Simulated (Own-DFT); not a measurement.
SiC (3C silicon carbide, atoms displaced), GaP (zincblende, strained, atoms displaced), GaN (wurtzite, strained, atoms displaced) (calculated)

Computed with Own-DFT development build. A calculation, not a measurement: plane-wave PBE density functional theory by an unreviewed code, no spin, of a simulated periodic cell, stress positive in tension, free energy of the whole cell less one offset for each atom, forces on such cells passed a denser k mesh, this cell's mesh not checked; offsets are fitted by least squares, one for each functional and potential file, so energies compare only between cells with the same atoms and settings and are not formation energies; the far tail of each file's local potential was reset to the Coulomb form; each entry is a single point on an unrelaxed cell, so the pressure reflects the starting lattice, mostly measured values (interpolated for alloys), from which strain is counted, and rises with the displacements; printed positions are rounded, which can move forces by about a meV/angstrom; the program, named Own-DFT, is a retired in-house code; no spin-orbit coupling.

Settings shared by all entries: functional PBE.

(1) SiC (3C silicon carbide, atoms displaced)

```
SiC
1.0
      8.7192     0.0000     0.0000
      0.0000     8.7192     0.0000
      0.0000     0.0000     8.7192
Si C Si C Si C Si C Si C Si C Si C Si C
4 4 4 4 4 4 4 4 4 4 4 4 4 4 4 4
Direct
  0.00575 0.00188 0.00178
  0.00302 0.24513 0.25124
  0.25260 0.99558 0.25365
  0.24970 0.25760 0.00405
  0.12700 0.12658 0.11941
  0.12540 0.37256 0.38462
  0.37482 0.13045 0.37788
  0.37848 0.37305 0.12611
  0.99938 0.00414 0.50466
  0.99720 0.25280 0.74752
  0.25645 0.00452 0.74697
  0.24827 0.25220 0.50591
  0.12117 0.12354 0.62486
  0.12786 0.37655 0.87643
  0.37744 0.12789 0.87515
  0.37049 0.37581 0.63020
  0.99954 0.50174 0.99850
  0.99612 0.74708 0.25061
  0.25351 0.49736 0.25562
  0.24730 0.74768 0.00060
  0.12836 0.62600 0.13434
  0.12237 0.86877 0.37167
  0.37239 0.62412 0.37439
  0.38242 0.87648 0.12552
  0.00440 0.50231 0.50417
  0.00034 0.75079 0.74928
  0.24952 0.50382 0.74788
  0.25075 0.74844 0.50645
  0.12713 0.62108 0.62700
  0.13210 0.87174 0.87890
  0.37403 0.61889 0.88229
  0.37470 0.87892 0.62125
  0.49944 0.00026 0.99612
  0.50351 0.25065 0.25009
  0.75268 0.99998 0.25213
  0.74933 0.24647 0.00255
  0.61865 0.12810 0.12260
  0.62675 0.37500 0.37436
  0.87123 0.11909 0.37973
  0.87768 0.36932 0.12381
  0.50282 0.00185 0.50608
  0.49640 0.24549 0.74960
  0.74452 0.00734 0.74981
  0.74892 0.25509 0.49912
  0.62760 0.12758 0.62498
  0.62109 0.37678 0.87288
  0.87553 0.12472 0.87213
  0.87261 0.38460 0.61964
  0.49986 0.48953 0.00187
  0.49850 0.74947 0.25063
  0.74852 0.50255 0.24958
  0.74919 0.74633 0.99365
  0.62617 0.62638 0.13220
  0.62883 0.88128 0.37858
  0.87710 0.62466 0.37768
  0.87681 0.88112 0.12355
  0.49982 0.50236 0.50431
  0.49937 0.75296 0.75016
  0.75161 0.50175 0.75685
  0.74923 0.74685 0.50537
  0.62685 0.62663 0.62612
  0.62005 0.87232 0.87205
  0.87456 0.62360 0.87391
  0.87470 0.87455 0.63120
```

Settings of this run: potential files PseudoDojo norm-conserving, scalar-relativistic, standard set, wave cutoff 42 hartree, occupations Fermi-Dirac, smearing width 0.1 eV and k mesh 4 x 4 x 4 centred on Gamma.

It finds free energy of cell above offsets -9.562 eV; pressure 3.7 GPa; stress xx -3.81 GPa; stress yy -3.66 GPa; stress zz -3.62 GPa; stress yz 0.06 GPa; stress xz -0.29 GPa; stress xy -0.32 GPa.

Force:
| element | x (eV/Å) | y (eV/Å) | z (eV/Å) |
| --- | --- | --- | --- |
| Si | -0.637 | -0.382 | -1.019 |
| Si | -0.4 | 0.402 | 0.415 |
| Si | -0.011 | 0.657 | -0.453 |
| Si | 0.285 | -1.115 | -0.79 |
| C | 0.569 | -0.152 | 1.521 |
| C | -0.117 | 0.254 | -1.457 |
| C | 0.14 | -0.73 | 0.262 |
| C | -0.661 | 0.151 | 0.841 |
| Si | -0.254 | -1.913 | -0.825 |
| Si | 0.17 | 0.186 | 0.394 |
| Si | -1.344 | -0.558 | 0.911 |
| Si | 0.379 | -0.585 | -0.476 |
| C | 0.887 | 0.695 | 0.694 |
| C | -0.745 | 0.255 | -0.668 |
| C | -0.808 | -0.251 | 0.196 |
| C | 0.924 | -0.063 | -0.616 |
| Si | 0.649 | -0.511 | 1.038 |
| Si | 0.24 | 0.603 | -0.068 |
| Si | -0.77 | -0.219 | -0.38 |
| Si | 1.349 | -0.135 | 1.106 |
| C | -0.75 | -0.717 | -1.289 |
| C | 0.364 | 1.051 | 1.42 |
| C | 0.854 | 0.315 | 1.086 |
| C | -1.265 | -0.314 | -0.211 |
| Si | -0.759 | -0.091 | -1.135 |
| Si | 0.42 | 0.2 | 0.615 |
| Si | 0.448 | -0.875 | 1.661 |
| Si | -0.493 | 0.32 | -1.645 |
| C | -0.32 | 1.401 | 0.131 |
| C | -0.882 | 0.85 | -1.179 |
| C | 0.278 | 0.902 | -1.105 |
| C | 0.24 | -0.622 | 0.882 |
| Si | 0.038 | -0.121 | 0.787 |
| Si | -0.768 | -0.225 | 0.534 |
| Si | -0.91 | 0.086 | -0.669 |
| Si | 0.076 | 0.536 | -0.752 |
| C | 1.321 | -0.968 | 0.344 |
| C | -0.567 | 0.495 | 0.194 |
| C | 0.781 | 1.557 | -0.368 |
| C | -0.374 | 0.963 | 0.448 |
| Si | -0.111 | 0.394 | -1.765 |
| Si | 0.732 | 1.489 | -0.05 |
| Si | 1.221 | -1.616 | 0.448 |
| Si | 0.429 | -0.41 | -0.041 |
| C | -0.721 | 0.573 | 0.074 |
| C | 1.008 | -1.03 | 0.236 |
| C | -0.139 | 0.175 | 0.546 |
| C | 0.173 | -1.183 | 1.365 |
| Si | 0.263 | 2.089 | 0.119 |
| Si | 0.662 | 0.701 | 0.599 |
| Si | 1.137 | -0.784 | 0.465 |
| Si | -0.167 | 1.125 | 1.496 |
| C | -0.231 | -0.395 | -1.707 |
| C | -0.69 | -1.4 | 0.026 |
| C | -0.455 | -0.13 | 0.023 |
| C | -0.346 | -1.237 | -0.301 |
| Si | -0.028 | -0.594 | -0.508 |
| Si | -0.701 | -1.164 | 0.085 |
| Si | -0.899 | -0.485 | -1.429 |
| Si | 0.677 | 1.126 | -0.914 |
| C | -0.713 | -0.349 | 0.722 |
| C | 0.901 | 0.953 | 0.292 |
| C | 0.614 | 0.432 | 0.364 |
| C | -0.192 | 0.387 | -0.52 |

(2) GaP (zincblende, strained, atoms displaced)

```
GaP
1.0
     10.8620     0.0000     0.0000
      0.0000    10.8620     0.0000
      0.0000     0.0000    10.9439
Ga P Ga P Ga P Ga P Ga P Ga P Ga P Ga P
4 4 4 4 4 4 4 4 4 4 4 4 4 4 4 4
Direct
  0.00219 0.00049 0.00258
  0.98874 0.23991 0.24718
  0.23784 0.00110 0.24351
  0.24252 0.24915 0.98335
  0.11348 0.12483 0.14011
  0.12773 0.36932 0.39162
  0.36463 0.12840 0.38412
  0.38030 0.36842 0.12192
  0.99972 0.00037 0.49905
  0.00133 0.24486 0.74462
  0.25173 0.01172 0.74705
  0.25340 0.25165 0.50078
  0.12421 0.12054 0.61897
  0.12129 0.37657 0.87908
  0.37620 0.13207 0.87550
  0.37733 0.38045 0.61785
  0.00261 0.49750 0.00654
  0.00569 0.75424 0.25908
  0.25713 0.49251 0.24865
  0.25801 0.75184 0.00069
  0.11004 0.62576 0.10383
  0.12858 0.88542 0.37067
  0.38623 0.62611 0.38767
  0.37229 0.86554 0.12191
  0.00238 0.49381 0.49012
  0.00146 0.75300 0.75739
  0.25736 0.50923 0.75841
  0.25476 0.75291 0.50403
  0.11356 0.63261 0.61746
  0.12047 0.88093 0.88299
  0.37083 0.61970 0.86633
  0.36319 0.86247 0.61678
  0.49702 0.00812 0.99452
  0.50102 0.24653 0.25368
  0.75656 0.00341 0.24432
  0.75255 0.23733 0.00263
  0.62701 0.13557 0.13826
  0.60730 0.37721 0.37665
  0.86072 0.12208 0.37650
  0.87349 0.38101 0.12920
  0.50552 0.99444 0.50230
  0.50273 0.24782 0.75145
  0.75601 0.99298 0.75111
  0.75667 0.24521 0.50699
  0.62963 0.12914 0.61259
  0.62378 0.38509 0.87157
  0.88215 0.12939 0.87536
  0.86893 0.36945 0.62887
  0.50797 0.50739 0.00120
  0.50294 0.76143 0.25124
  0.74772 0.49443 0.25034
  0.75360 0.75709 0.99916
  0.63327 0.62192 0.13131
  0.63356 0.86916 0.36361
  0.87402 0.61879 0.36884
  0.86895 0.87428 0.12655
  0.48642 0.49496 0.50009
  0.50394 0.75032 0.75196
  0.74986 0.51056 0.74447
  0.75686 0.74043 0.50562
  0.61432 0.61283 0.63586
  0.62516 0.87400 0.86902
  0.86822 0.62055 0.88102
  0.87340 0.87232 0.62538
```

It was run with potential files PseudoDojo norm-conserving, scalar-relativistic, standard set, wave cutoff 42 hartree, occupations Fermi-Dirac, smearing width 0.1 eV, hardware one NVIDIA H100 and k mesh 3 x 3 x 3 centred on Gamma.

The calculation gives: free energy of cell above offsets -29.054 eV; pressure 4.48 GPa; stress xx -4.71 GPa; stress yy -4.79 GPa; stress zz -3.93 GPa; stress yz -1.55 GPa; stress xz -0.52 GPa; stress xy -0.11 GPa; wall time 546 s.

Force:
| element | x (eV/Å) | y (eV/Å) | z (eV/Å) |
| --- | --- | --- | --- |
| Ga | -0.801 | 0.224 | 0.703 |
| Ga | -0.412 | 1.736 | 1.641 |
| Ga | 2.015 | 0.157 | 0.302 |
| Ga | 0.203 | 0.074 | 2.419 |
| P | 1.064 | 0.179 | -2.828 |
| P | -0.245 | -0.147 | -2.851 |
| P | 1.413 | -1.576 | -1.573 |
| P | -0.417 | 0.118 | -0.595 |
| Ga | -0.704 | -0.266 | -0.323 |
| Ga | 0.265 | 0.71 | 0.102 |
| Ga | -0.144 | -1.481 | 0.21 |
| Ga | -0.247 | 0.089 | 1.216 |
| P | 0.166 | 0.84 | 0.335 |
| P | -0.243 | 0.305 | -1.579 |
| P | -0.196 | -0.597 | -0.72 |
| P | -1.423 | -1.557 | 2.517 |
| Ga | -1.906 | -1.232 | -1.463 |
| Ga | -0.525 | -0.591 | -1.089 |
| Ga | -0.601 | 0.554 | 0.242 |
| Ga | -1.466 | -1.097 | -1.269 |
| P | 2.745 | 1.86 | 3.219 |
| P | -0.307 | -1.404 | 1.19 |
| P | -1.663 | 1.234 | -2.24 |
| P | 0.612 | 2.073 | 0.646 |
| Ga | -1.075 | 0.615 | 1.293 |
| Ga | -0.456 | -0.394 | -0.02 |
| Ga | -2.571 | -2.017 | -2.747 |
| Ga | -2.286 | -1.91 | -2.225 |
| P | 0.825 | -0.614 | 0.805 |
| P | 1.493 | -0.209 | -0.901 |
| P | 2.256 | 2.386 | 2.657 |
| P | 2.888 | 2.986 | 2.902 |
| Ga | 0.715 | -0.713 | 1.052 |
| Ga | -1.5 | 0.399 | 0.665 |
| Ga | -1.086 | -0.555 | 0.138 |
| Ga | -0.302 | 1.929 | -0.345 |
| P | -0.097 | -1.703 | -1.566 |
| P | 2.201 | -0.267 | 0.267 |
| P | 1.662 | 0.078 | 0.226 |
| P | 0.132 | -1.446 | -0.497 |
| Ga | -0.565 | -0.309 | -0.787 |
| Ga | 0.517 | 1.013 | -0.853 |
| Ga | -0.352 | 1.275 | -0.363 |
| Ga | -0.87 | 1.44 | -1.287 |
| P | -0.92 | -1.388 | 2.296 |
| P | 0.691 | -1.324 | 0.322 |
| P | -0.517 | -1.118 | 0.003 |
| P | 0.983 | 1.075 | -0.213 |
| Ga | -0.658 | -0.409 | 0.155 |
| Ga | -0.216 | -1.827 | -0.235 |
| Ga | -0.609 | -0.222 | 0.814 |
| Ga | -0.785 | -0.919 | 0.162 |
| P | -0.883 | 1.37 | -0.755 |
| P | 0.405 | 1 | 1.733 |
| P | 0.359 | 0.266 | 0.578 |
| P | 1.406 | 0.277 | -0.07 |
| Ga | 2.021 | 0.549 | 0.135 |
| Ga | -1.142 | -0.211 | -0.566 |
| Ga | 0.495 | -1.344 | 0.907 |
| Ga | -1.085 | -0.334 | -0.317 |
| P | 0.185 | 1.28 | -2.033 |
| P | -0.17 | 0.684 | 0.97 |
| P | 0.998 | 0.446 | -0.437 |
| P | 0.733 | -0.039 | -0.074 |

(3) GaP (zincblende, strained, atoms displaced)

```
GaP
1.0
     10.8620     0.0000     0.0000
      0.0000    10.8620     0.0000
      0.0000     0.0000    10.9439
Ga P Ga P Ga P Ga P Ga P Ga P Ga P Ga P
4 4 4 4 4 4 4 4 4 4 4 4 4 4 4 4
Direct
  0.99606 0.00227 0.99840
  0.99546 0.24837 0.25006
  0.24526 0.00548 0.25159
  0.25059 0.25029 0.00551
  0.12359 0.12448 0.12330
  0.12629 0.37031 0.37850
  0.38016 0.12320 0.37415
  0.37535 0.37500 0.12620
  0.00231 0.00409 0.50364
  0.99576 0.25434 0.75459
  0.24490 0.99593 0.74396
  0.25466 0.24985 0.50208
  0.12626 0.12838 0.62193
  0.12302 0.37586 0.87590
  0.37625 0.12038 0.87429
  0.37013 0.36925 0.62806
  0.99806 0.49713 0.00142
  0.99651 0.74726 0.24621
  0.24780 0.50087 0.25362
  0.25040 0.75089 0.00041
  0.12903 0.62475 0.12507
  0.12727 0.87182 0.37160
  0.37117 0.63002 0.37602
  0.37867 0.86972 0.12196
  0.99879 0.49828 0.49644
  0.99893 0.74989 0.74682
  0.25070 0.50451 0.75330
  0.24794 0.75145 0.50090
  0.12425 0.62234 0.62607
  0.12724 0.87604 0.87355
  0.37884 0.62255 0.87349
  0.37750 0.87349 0.62733
  0.50249 0.00272 0.00087
  0.49631 0.24662 0.25404
  0.75042 0.00680 0.24637
  0.75265 0.24947 0.00664
  0.62186 0.12823 0.12414
  0.62430 0.37651 0.37919
  0.88039 0.12393 0.37685
  0.87899 0.37868 0.12072
  0.50183 0.99858 0.50186
  0.49863 0.25001 0.74666
  0.75039 0.00141 0.74895
  0.75001 0.25282 0.50295
  0.61967 0.12509 0.62489
  0.62178 0.37515 0.87273
  0.87291 0.12578 0.87241
  0.87659 0.37549 0.62452
  0.49436 0.50098 0.00031
  0.50317 0.75098 0.24749
  0.74933 0.50203 0.24902
  0.75752 0.74945 0.00375
  0.62366 0.62624 0.12587
  0.62429 0.87649 0.37896
  0.87252 0.62766 0.37549
  0.87442 0.87519 0.11911
  0.50179 0.49843 0.50026
  0.49978 0.75727 0.75101
  0.74950 0.49746 0.74932
  0.75018 0.75014 0.50030
  0.62833 0.62362 0.62528
  0.62211 0.87633 0.87359
  0.87662 0.62580 0.87479
  0.87220 0.87420 0.62353
```

It was run with potential files PseudoDojo norm-conserving, scalar-relativistic, standard set, wave cutoff 42 hartree, occupations Fermi-Dirac, smearing width 0.1 eV, hardware one NVIDIA H100 and k mesh 3 x 3 x 3 centred on Gamma.

The calculation gives: free energy of cell above offsets -34.959 eV; pressure 3.15 GPa; stress xx -3.31 GPa; stress yy -3.33 GPa; stress zz -2.8 GPa; stress yz 0.21 GPa; stress xz -0.34 GPa; stress xy -0.31 GPa; wall time 495.4 s.

Force:
| element | x (eV/Å) | y (eV/Å) | z (eV/Å) |
| --- | --- | --- | --- |
| Ga | 0.532 | -0.183 | -0.369 |
| Ga | 0.606 | 0.301 | -0.095 |
| Ga | 0.691 | -0.747 | -0.325 |
| Ga | 0.099 | -0.167 | -0.838 |
| P | -0.33 | 0.172 | 0.166 |
| P | -0.186 | 0.188 | -0.512 |
| P | -0.843 | -0.265 | 0.509 |
| P | -0.145 | 0.086 | 0.459 |
| Ga | 0.146 | -0.876 | -0.363 |
| Ga | 0.541 | -0.29 | -0.474 |
| Ga | 0.519 | 0.517 | 0.363 |
| Ga | -0.143 | -0.362 | -0.524 |
| P | -0.257 | 0.07 | 0.696 |
| P | 0.461 | -0.054 | 0.201 |
| P | -0.526 | 0.464 | -0.085 |
| P | 0.5 | 1.166 | -0.079 |
| Ga | 0.769 | 0.913 | -0.542 |
| Ga | 0.374 | 0.229 | 0.07 |
| Ga | 0.224 | -0.178 | 0.061 |
| Ga | 0.186 | -0.226 | -0.408 |
| P | -0.642 | -0.173 | -0.15 |
| P | -0.687 | 0.458 | 0.331 |
| P | 0.703 | -0.549 | -0.033 |
| P | -0.349 | 1.078 | 0.408 |
| Ga | 0.202 | 0.17 | 0.151 |
| Ga | 0.172 | 0.112 | 0.294 |
| Ga | -0.177 | -0.607 | -0.209 |
| Ga | 0.092 | -0.087 | 0.247 |
| P | -0.069 | 0.214 | -0.338 |
| P | -0.618 | -0.224 | 0.144 |
| P | -0.408 | 0.827 | 0.057 |
| P | -0.584 | 0.249 | -0.639 |
| Ga | -0.364 | -0.48 | -0.208 |
| Ga | 0.593 | 0.804 | -0.322 |
| Ga | -0.035 | -0.574 | 0.445 |
| Ga | -0.42 | 0.326 | -0.89 |
| P | 0.276 | 0.031 | 0.349 |
| P | 0.24 | -0.37 | -0.785 |
| P | -0.945 | 0.225 | -0.043 |
| P | -0.749 | -0.501 | 1.128 |
| Ga | -0.277 | -0.073 | -0.021 |
| Ga | -0.15 | -0.218 | 0.678 |
| Ga | -0.465 | -0.213 | -0.089 |
| Ga | -0.036 | -0.49 | -0.174 |
| P | 0.837 | 0.101 | -0.068 |
| P | 0.313 | -0.184 | 0.538 |
| P | -0.08 | 0.085 | 0.392 |
| P | -0.149 | 0.087 | 0.084 |
| Ga | 0.744 | -0.265 | 0.053 |
| Ga | -0.295 | 0.045 | 0.644 |
| Ga | -0.08 | -0.235 | 0.091 |
| Ga | -1.156 | -0.246 | -0.868 |
| P | 0.288 | -0.254 | -0.403 |
| P | 0.425 | -0.017 | -0.765 |
| P | 0.265 | -0.325 | -0.213 |
| P | 0.222 | 0.528 | 0.995 |
| Ga | -0.773 | 0.398 | 0.333 |
| Ga | 0.345 | -1.07 | -0.078 |
| Ga | 0.096 | 0.215 | 0.269 |
| Ga | -0.298 | 0.006 | -0.001 |
| P | -0.508 | 0.341 | 0.135 |
| P | 0.972 | 0.033 | 0.592 |
| P | -0.108 | -0.314 | -0.05 |
| P | 0.42 | 0.38 | 0.075 |

(4) GaN (wurtzite, strained, atoms displaced)

```
GaN
1.0
     12.7560     0.0000     0.0000
     -4.7835     8.2853     0.0000
      0.0000     0.0000    10.6811
Ga N Ga N Ga N Ga N Ga N Ga N Ga N Ga N Ga N Ga N Ga N Ga N Ga N Ga N Ga N Ga N Ga N Ga N Ga N Ga N Ga N Ga N Ga N Ga N
2 2 2 2 2 2 2 2 2 2 2 2 2 2 2 2 2 2 2 2 2 2 2 2 2 2 2 2 2 2 2 2 2 2 2 2 2 2 2 2 2 2 2 2 2 2 2 2
Direct
  0.07633 0.20773 0.99725
  0.16607 0.10941 0.25305
  0.08290 0.21760 0.18828
  0.16809 0.09630 0.43626
  0.08374 0.22017 0.49634
  0.17201 0.12274 0.74970
  0.08194 0.21945 0.68674
  0.16503 0.10549 0.94224
  0.08760 0.56668 0.99864
  0.17442 0.45044 0.25314
  0.07926 0.55477 0.18317
  0.16575 0.43961 0.44000
  0.08189 0.56467 0.49519
  0.17218 0.44282 0.75134
  0.08314 0.55683 0.69306
  0.16037 0.43371 0.93620
  0.08192 0.87677 0.99613
  0.16503 0.77972 0.25400
  0.07922 0.88556 0.18703
  0.16124 0.78144 0.43452
  0.08833 0.88874 0.49810
  0.16421 0.76930 0.75072
  0.08399 0.89083 0.68022
  0.16949 0.78612 0.94321
  0.32688 0.22033 0.99823
  0.42370 0.12183 0.24356
  0.33331 0.22126 0.19087
  0.41319 0.10346 0.43243
  0.32483 0.20539 0.49387
  0.41759 0.11201 0.74557
  0.32748 0.22492 0.69886
  0.41951 0.11444 0.93720
  0.32715 0.55246 0.00099
  0.42049 0.44328 0.23982
  0.33853 0.55073 0.18826
  0.42230 0.44772 0.43662
  0.32914 0.55502 0.50116
  0.41298 0.44229 0.74975
  0.33898 0.56295 0.68464
  0.42238 0.45936 0.93849
  0.33336 0.88842 0.99755
  0.41940 0.78023 0.25196
  0.33244 0.87957 0.18770
  0.41850 0.78229 0.43649
  0.33916 0.88605 0.50039
  0.41060 0.77758 0.75342
  0.33527 0.89436 0.69131
  0.41039 0.77955 0.93358
  0.58845 0.23197 0.99860
  0.66914 0.10475 0.25362
  0.58108 0.21737 0.18525
  0.67468 0.12135 0.43253
  0.58751 0.22589 0.50432
  0.66944 0.12004 0.75418
  0.58862 0.22680 0.69093
  0.66211 0.11502 0.94785
  0.58635 0.55502 0.00033
  0.66902 0.44235 0.25334
  0.57847 0.55677 0.18257
  0.66305 0.45302 0.44020
  0.57459 0.55096 0.50222
  0.67078 0.44586 0.75622
  0.58927 0.55388 0.68431
  0.67211 0.44020 0.93404
  0.58076 0.88524 0.00214
  0.66673 0.77478 0.25716
  0.58304 0.88734 0.18928
  0.67439 0.78955 0.43563
  0.58765 0.88639 0.50124
  0.67152 0.77927 0.75416
  0.58918 0.88845 0.67742
  0.66929 0.78287 0.93818
  0.82989 0.21333 0.00499
  0.91992 0.11312 0.24767
  0.83875 0.22525 0.19114
  0.91349 0.10423 0.43761
  0.83281 0.22021 0.50077
  0.90737 0.09898 0.75165
  0.83522 0.22910 0.68545
  0.92266 0.11203 0.93894
  0.83323 0.55422 0.99865
  0.92072 0.43570 0.25067
  0.83359 0.55174 0.18855
  0.91225 0.44132 0.43566
  0.83454 0.55769 0.50070
  0.91643 0.44113 0.75651
  0.82672 0.55362 0.68786
  0.92035 0.44363 0.93972
  0.84089 0.89503 0.99898
  0.91909 0.77881 0.25163
  0.83323 0.88848 0.18710
  0.92543 0.78154 0.44482
  0.83811 0.89147 0.49934
  0.91916 0.78684 0.74945
  0.83296 0.89302 0.68533
  0.92033 0.77666 0.93692
```

Here we set potential files PseudoDojo norm-conserving, scalar-relativistic, standard set with the stringent files for Ga, wave cutoff 96 hartree, occupations Gaussian, smearing width 0.01 eV and k mesh 3 x 4 x 3 centred on Gamma.

Results for GaN (wurtzite, strained, atoms displaced): free energy of cell above offsets -6.013 eV; pressure 1.39 GPa; stress xx -5.06 GPa; stress yy -3.8 GPa; stress zz 4.68 GPa; stress yz -0.31 GPa; stress xz 0.22 GPa; stress xy -0.69 GPa.

Force:
| element | x (eV/Å) | y (eV/Å) | z (eV/Å) |
| --- | --- | --- | --- |
| Ga | 1.631 | 1.872 | 1.262 |
| Ga | 0.173 | -0.347 | -0.739 |
| N | 0.268 | 0.87 | -0.064 |
| N | -1.944 | 1.911 | -0.616 |
| Ga | -0.113 | -0.806 | 0.684 |
| Ga | -1.54 | -2.44 | 0.76 |
| N | -0.458 | 0.242 | -0.181 |
| N | -0.392 | -0.233 | -0.914 |
| Ga | 0.285 | -1.638 | 0.322 |
| Ga | -0.744 | -0.646 | -0.752 |
| N | 1.52 | 0.407 | 0.699 |
| N | -0.639 | 0.817 | -0.489 |
| Ga | 0.19 | -1.276 | 0.892 |
| Ga | -1.058 | -0.138 | -0.275 |
| N | 0.523 | -0.798 | -1.018 |
| N | 0.296 | 0.853 | 0.238 |
| Ga | -1.212 | 1.839 | 1.433 |
| Ga | 0.367 | -0.149 | -1.121 |
| N | 0.786 | 0.469 | -0.304 |
| N | 2.708 | -0.859 | 0.104 |
| Ga | -1.221 | -0.35 | 1.47 |
| Ga | -0.65 | 1.79 | 0.059 |
| N | 0.463 | 0.138 | 1.418 |
| N | 1.118 | -1.261 | -1.69 |
| Ga | 1.369 | 0.639 | 0.303 |
| Ga | -0.637 | -2.025 | 0.671 |
| N | -0.36 | -0.25 | -0.878 |
| N | 0.777 | 0.706 | 0.703 |
| Ga | 1.391 | 2.225 | 0.818 |
| Ga | -0.221 | 0.826 | 1.147 |
| N | 2.408 | 0.038 | -2.094 |
| N | -0.435 | 0.174 | -0.122 |
| Ga | 0.29 | 0.215 | 0.022 |
| Ga | -0.422 | -0.446 | 1.696 |
| N | -1.441 | 0.944 | -0.328 |
| N | -2.349 | -1.423 | -0.604 |
| Ga | 1.37 | 0.125 | -0.384 |
| Ga | 1.281 | 1.431 | 0.319 |
| N | -0.635 | -0.595 | 0.217 |
| N | -0.246 | -1.448 | -0.338 |
| Ga | -0.037 | 1.23 | 1.118 |
| Ga | -0.122 | -0.507 | -0.179 |
| N | -0.697 | 0.986 | -0.256 |
| N | 0.825 | -0.997 | 0.04 |
| Ga | -1.457 | 0.529 | 0.149 |
| Ga | 1.619 | 0.587 | -0.725 |
| N | -0.389 | -0.829 | -0.989 |
| N | 1.295 | -0.664 | 0.545 |
| Ga | -1.271 | -1.286 | 1.018 |
| Ga | -0.562 | 0.797 | -0.67 |
| N | 1.372 | 1.056 | 0.01 |
| N | -1.041 | -1.062 | 0.868 |
| Ga | -0.422 | 0.063 | -0.707 |
| Ga | 0.493 | -1.344 | -0.156 |
| N | -0.894 | -0.453 | -0.532 |
| N | 1.78 | -1.012 | -1.36 |
| Ga | -0.051 | 0.433 | -0.233 |
| Ga | -0.52 | 0.131 | -0.12 |
| N | 2.165 | 0.261 | 0.243 |
| N | 1.291 | -0.812 | -0.522 |
| Ga | 1.501 | 1.413 | 0.506 |
| Ga | -0.868 | 0.053 | -1.125 |
| N | -1.231 | 0.131 | 1.053 |
| N | -1.133 | 1.393 | 0.632 |
| Ga | -0.362 | 0.177 | 0.055 |
| Ga | 0.085 | 0.207 | -1.146 |
| N | 0.419 | -0.133 | -0.259 |
| N | -0.032 | -1.455 | 0.35 |
| Ga | -0.596 | 0.885 | -0.616 |
| Ga | -1.029 | -0.715 | -0.776 |
| N | -0.887 | 0.434 | 2.364 |
| N | 0.465 | -0.13 | -0.014 |
| Ga | 0.227 | 1.082 | -0.066 |
| Ga | -0.021 | -0.747 | 0.69 |
| N | -0.546 | -1.491 | -0.829 |
| N | 0.536 | 1.398 | -0.366 |
| Ga | 0.559 | 0.398 | 0.082 |
| Ga | 0.575 | 2.408 | -0.182 |
| N | 0.24 | -1.009 | 0.607 |
| N | -2.416 | -0.836 | -0.967 |
| Ga | 0.791 | 0.063 | 0.746 |
| Ga | -1.299 | 1.422 | 0.202 |
| N | 0.059 | 0.158 | -0.137 |
| N | 0.77 | 0.294 | 0.209 |
| Ga | -0.627 | -0.117 | 0.301 |
| Ga | -0.375 | 0.88 | -0.492 |
| N | 1.856 | 0.878 | 0.059 |
| N | -0.512 | -0.323 | 0.12 |
| Ga | -0.481 | -1.245 | 0.788 |
| Ga | -0.525 | -0.605 | 0.291 |
| N | 0.085 | -0.072 | -0.063 |
| N | -1.376 | -0.513 | -1.127 |
| Ga | 0.119 | -0.779 | 0.173 |
| Ga | 0.589 | -0.985 | -0.481 |
| N | 0.454 | -0.937 | 0.015 |
| N | -0.888 | -0.088 | -0.464 |
